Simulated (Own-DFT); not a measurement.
# Composition and what it changes: diamond-structure SiGe

All numbers below are calculated, not measured. They come from Own-DFT, an in-house plane-wave density functional program, since retired, whose code no person has reviewed. Each row is one single-point run on a periodic cell that was not relaxed, without spin or spin-orbit coupling.

Settings of every run: PBE; PseudoDojo norm-conserving scalar-relativistic files; cutoff 42 hartree; 5 x 5 x 5 k mesh centred on Gamma; Fermi-Dirac smearing of 0.1 eV.

Known limits, some of them of some rows only: forces on such cells failed a check on a denser k mesh; forces on such cells moved up to 12 meV/angstrom on a denser k mesh; forces on such cells passed a denser k mesh, each cell not checked; stress not checked against mesh or cutoff.

Each cell has 16 atoms, with Ge and Si placed at random on their shared sites; x is the share of Ge. Lattice constants follow the straight line between measured values of the end members, and atoms start on the ideal sites of that lattice. Every atom was also moved at random, by a Gaussian of width 0.03 Å on each axis. u is the rms move along one axis. dE is the free energy for each Ge or Si site above the straight-line part, a + b x, of the fit below.

| x | cell | u (Å) | volume (Å³/atom) | P (GPa) | dE (meV/site) |
|---|---|---|---|---|---|
| 0.125 | Ge2Si14 | 0.0291 | 20.340 | 2.27 | 14.4 |
| 0.125 | Ge2Si14 | 0.0305 | 20.340 | 2.18 | 6.3 |
| 0.125 | Ge2Si14 | 0.0317 | 20.340 | 2.24 | 9.7 |
| 0.125 | Ge2Si14 | 0.0305 | 20.340 | 2.24 | 9.8 |
| 0.250 | Ge4Si12 | 0.0300 | 20.659 | 2.52 | 26.2 |
| 0.250 | Ge4Si12 | 0.0317 | 20.659 | 2.45 | 20.0 |
| 0.250 | Ge4Si12 | 0.0253 | 20.659 | 2.32 | 13.6 |
| 0.250 | Ge4Si12 | 0.0311 | 20.659 | 2.39 | 18.2 |
| 0.500 | Ge8Si8 | 0.0353 | 21.306 | 3.05 | 35.4 |
| 0.500 | Ge8Si8 | 0.0280 | 21.306 | 2.74 | 16.5 |
| 0.500 | Ge8Si8 | 0.0327 | 21.306 | 2.77 | 26.0 |
| 0.500 | Ge8Si8 | 0.0289 | 21.306 | 2.68 | 21.8 |
| 0.750 | Ge12Si4 | 0.0258 | 21.966 | ? | ? |
| 0.875 | Ge14Si2 | 0.0244 | 22.302 | 3.56 | 4.3 |
| 0.875 | Ge14Si2 | 0.0343 | 22.302 | 3.71 | 16.1 |
| 0.875 | Ge14Si2 | 0.0328 | 22.302 | 3.71 | 16.1 |
| 0.875 | Ge14Si2 | 0.0283 | 22.302 | 3.62 | 7.4 |

## Worked fit

Fit E = a + b x + W x (1 - x) + k (u² - 0.03²) to the rows shown. It gives W = 96 ± 17 meV/site and k = 23 ± 6 eV/Å², with a scatter of 3.9 meV/site. Part of W is bond strain that relaxing the atoms would remove. The pressures follow P = 2.10 + 1.00 x + 0.89 x² GPa, with a scatter of 0.10.

## Withheld member

Question: what pressure and dE should the cell at x = 0.750 give?

The fits give 3.3 GPa and 13 meV/site. The calculation gave 3.15 GPa and 8.8 meV/site.
